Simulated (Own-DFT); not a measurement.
# Response to strain: fcc Cu, 16 atoms (Cu16)

Calculated results; nothing here was measured. They come from Own-DFT, an in-house plane-wave density functional program, since retired, whose code no person has reviewed. Each row is one single-point run on a periodic cell that was not relaxed, without spin or spin-orbit coupling.

Settings of every run: PBE; PseudoDojo norm-conserving scalar-relativistic files; cutoff 50 hartree; 7 x 7 x 5 k mesh centred on Gamma; cold (Marzari-Vanderbilt) smearing of 0.2 eV.

Known limits: forces on such cells failed a check on a denser k mesh; stress not checked against mesh or cutoff.

Unstrained cell vectors in Å: (3.615, 3.615, 0.000); (-3.615, 3.615, 0.000); (0.000, 0.000, 7.230). The unstrained cell has measured lattice constants (interpolated for alloys), not those of this functional. That, the random moves and any unrelaxed bonds set the pressure at no strain. Each run strains this cell uniformly, with the atoms carried along. Every atom was also moved at random, by a Gaussian of width 0.05 Å on each axis. Strain is the symmetric tensor, in per cent. Stress is positive in tension, and the pressure is minus a third of its trace.

```
run,e_xx (%),e_yy (%),e_zz (%),e_yz (%),e_xz (%),e_xy (%),s_xx (GPa),s_yy (GPa),s_zz (GPa),s_yz (GPa),s_xz (GPa),s_xy (GPa),P (GPa),E (meV/atom)
1,0.71,-1.13,0.03,-1.04,-1.42,-0.78,-3.09,-4.37,-3.24,-1.88,-2.24,-1.20,3.56,7.3
2,1.08,-1.03,1.11,-0.20,1.08,-1.41,-0.94,-2.40,-0.52,-0.69,1.49,-2.10,1.29,6.8
3,-1.54,1.68,2.00,0.22,-0.77,-1.73,-1.56,0.60,0.75,0.14,-1.56,-3.30,0.07,10.7
4,1.63,-1.55,-0.34,-0.12,0.66,1.03,-2.04,-4.63,-3.43,-0.41,0.72,1.58,3.37,7.2
5,-1.85,-1.90,0.58,0.37,0.39,-0.06,-8.20,-8.41,-6.61,0.71,0.82,-0.34,7.74,9.1
6,1.63,-0.12,-1.28,0.19,0.33,-1.11,-2.22,-3.65,-3.13,0.26,0.30,-1.86,3.00,12.9
7,-0.48,-1.48,-0.84,1.90,-1.47,1.13,-7.17,-8.36,-8.23,4.10,-2.87,2.14,7.92,24.3
8,0.60,-1.20,1.63,1.06,-1.74,-0.66,-1.42,-2.26,-0.71,1.91,-2.86,-1.26,1.46,7.7
9,-0.04,-1.96,-0.50,0.28,-0.48,1.12,-7.03,-8.51,-7.19,0.36,-0.49,2.40,7.58,27.0
10,0.26,0.56,0.62,1.55,-1.67,0.31,-0.91,-0.70,-1.14,2.62,-2.79,0.66,0.92,8.2
11,-0.23,1.55,-0.89,1.08,-1.30,1.30,-3.07,-1.75,-2.73,1.65,-2.44,2.47,2.52,10.1
12,-0.28,0.04,0.02,-1.51,0.46,0.44,-3.51,-3.67,-3.62,-2.54,0.68,1.11,3.60,13.1
13,-0.58,-0.36,1.48,1.85,-0.18,-0.11,-1.98,-2.37,-1.12,3.25,-0.28,-0.21,1.82,0.0
14,-0.09,-1.37,-1.22,-0.29,1.28,-0.84,-8.08,-9.12,-8.54,-0.13,1.79,-1.40,8.58,38.8
15,1.53,-1.93,-0.36,0.48,-1.64,0.76,-2.98,-5.17,-4.43,0.73,-2.50,1.54,4.20,9.6
16,-0.75,-1.53,1.23,0.44,-1.93,1.90,?,?,?,?,?,?,?,?
```

E is the free energy for each atom above the lowest run shown.

## Worked fit

Each stress component was fitted by least squares to a constant and the strains of the runs shown, as fractions, with shears doubled. Shear strains stay in the fit of a normal stress only where such slopes are resolved. The slopes, in GPa:

```
stress  at no strain  per e_xx  per e_yy  per e_zz  scatter
  s_xx          -3.3  204 ± 13  126 ± 11  160 ± 13     0.47
  s_yy          -3.4  144 ± 11  197 ± 10  168 ± 11     0.41
  s_zz          -3.2  152 ± 13  141 ± 11  212 ± 13     0.48
```

Each shear stress against twice its own strain: yz 91 ± 4, xz 77 ± 4, xy 90 ± 4 GPa. These are stiffnesses along x, y and z of the frame in which the cell vectors are given, which need not be the crystal's axes. The atoms are held to the strained lattice; where symmetry lets them move under strain, relaxing them would lower some slopes. The table should be nearly symmetric about its diagonal, and what it lacks of that shows the noise. A ninth of its sum, 167 ± 6 GPa, estimates the bulk modulus near the mean pressure of these runs, 3.8 GPa, so it lies above the value at zero pressure.

## Withheld run

Question: what normal stresses and pressure should run 16 give?

The fit gives s_xx = -4.8, s_yy = -5.5, s_zz = -3.8 and P = 4.7 GPa. The calculation gave -5.76, -5.43, -4.17 and P = 5.12 GPa.
